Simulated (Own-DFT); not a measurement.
# Strain and stress in 4H SiC, 32 atoms (C16Si16)

These are calculations, not measurements. The program, named Own-DFT, is a retired in-house plane-wave density functional code that no person has reviewed. Each row is one single-point run on a periodic cell that was not relaxed, without spin or spin-orbit coupling.

Settings of every run: PBE; PseudoDojo norm-conserving scalar-relativistic files; cutoff 42 hartree; 5 x 5 x 3 k mesh centred on Gamma; Fermi-Dirac smearing of 0.1 eV.

Known limits: forces on such cells passed a denser k mesh, each cell not checked; stress not checked against mesh or cutoff.

Unstrained cell vectors in Å: (6.165, 0.000, 0.000); (-3.083, 5.339, 0.000); (0.000, 0.000, 10.068). The unstrained cell has measured lattice constants (interpolated for alloys), not those of this functional. That, the random moves and any unrelaxed bonds set the pressure at no strain. Each run strains this cell uniformly, with the atoms carried along. Every atom was also moved at random, by a Gaussian of width 0.05 Å on each axis. Strain is the symmetric tensor, in per cent. Stress is positive in tension, and the pressure is minus a third of its trace.

```
run  e_xx (%)  e_yy (%)  e_zz (%)  e_yz (%)  e_xz (%)  e_xy (%)  s_xx (GPa)  s_yy (GPa)  s_zz (GPa)  s_yz (GPa)  s_xz (GPa)  s_xy (GPa)  P (GPa)  E (meV/atom)
  1     -1.81      1.57      1.79      0.31      1.79     -1.62      -12.26        1.25        4.85        1.73        5.29       -5.61     2.05          33.4
  2      0.98      1.00      0.65      1.18     -1.76     -0.81        1.09        1.56       -1.42        3.49       -7.46       -1.66    -0.41          18.3
  3     -0.22     -1.20     -1.68     -1.11     -0.70      1.23       -7.08      -12.83      -17.07       -4.54       -3.77        5.12    12.33          11.2
  4     -0.91     -0.35      1.72     -0.69     -0.07      0.67       -8.01       -7.19        2.34       -2.30        1.27        2.33     4.29          17.4
  5      0.21      1.48      0.08     -0.96      1.03     -1.91       -2.46        3.31       -5.85       -3.24        2.28       -8.09     1.67          29.3
  6     -1.05      1.87      0.53     -1.52     -0.66      1.85       -8.99        4.82       -2.03       -5.04       -1.56        8.59     2.07           7.9
  7      0.69     -1.48      0.26     -0.22      1.27      0.64       -1.01      -13.89       -6.16       -1.03        5.42        4.98     7.02          22.7
  8     -0.36      1.05      1.68      1.96     -0.66      0.28       -4.06       -2.44        2.97        7.45       -1.07       -0.83     1.18          50.2
  9      1.28      0.10      0.50      1.70      1.77      1.59        2.17       -4.37       -3.49        4.64        6.86        7.20     1.90          28.3
 10     -0.17      1.83      1.28     -0.78     -0.70     -0.67       -4.54        4.46        1.14       -2.98       -2.31       -1.22    -0.35          23.1
 11     -0.47      0.78     -0.33      1.09     -0.02      0.42       -7.20        1.44       -9.74        3.85        0.68        0.56     5.17           0.0
 12      1.46     -0.81      0.60      0.48     -0.75     -0.87        3.98      -11.20       -1.71        1.20       -1.19       -4.15     2.98          20.0
 13      0.70     -1.16      0.47      1.92      1.43      0.21        0.77      -12.47       -3.84        6.78        3.07        1.45     5.18          20.0
 14      0.14      1.11      0.98     -1.92      1.24     -1.03       -1.91       -0.04       -0.99       -7.28        4.46       -4.33     0.98          19.1
 15     -0.94     -0.84     -0.01      1.36      0.48     -1.19      -12.58      -11.42       -6.66        3.37        1.38       -7.61    10.22          33.7
 16      0.49     -0.17     -0.44     -0.85     -0.31      0.41           ?           ?           ?           ?           ?           ?        ?             ?
```

E is the free energy for each atom above the lowest run shown.

## Worked fit

Each stress component was fitted by least squares to a constant and the strains of the runs shown, as fractions, with shears doubled. Shear strains stay in the fit of a normal stress only where such slopes are resolved. The slopes, in GPa:

```
stress,at no strain,per e_xx,per e_yy,per e_zz,scatter
s_xx,-4.6,564 ± 32,35 ± 27,97 ± 34,1.03
s_yy,-5.5,43 ± 39,601 ± 33,-69 ± 42,1.27
s_zz,-6.7,30 ± 27,37 ± 23,592 ± 29,0.86
```

Each shear stress against twice its own strain: yz 174 ± 7, xz 165 ± 15, xy 221 ± 18 GPa. These are stiffnesses along x, y and z of the frame in which the cell vectors are given, which need not be the crystal's axes. The atoms are held to the strained lattice; where symmetry lets them move under strain, relaxing them would lower some slopes. The table should be nearly symmetric about its diagonal, and what it lacks of that shows the noise. A ninth of its sum, 215 ± 7 GPa, estimates the bulk modulus near the mean pressure of these runs, 3.8 GPa, so it lies above the value at zero pressure.

## Withheld run

Question: what normal stresses and pressure should run 16 give?

The fit gives s_xx = -2.3, s_yy = -6.0, s_zz = -9.2 and P = 5.8 GPa. The calculation gave -0.60, -4.62, -10.16 and P = 5.12 GPa.
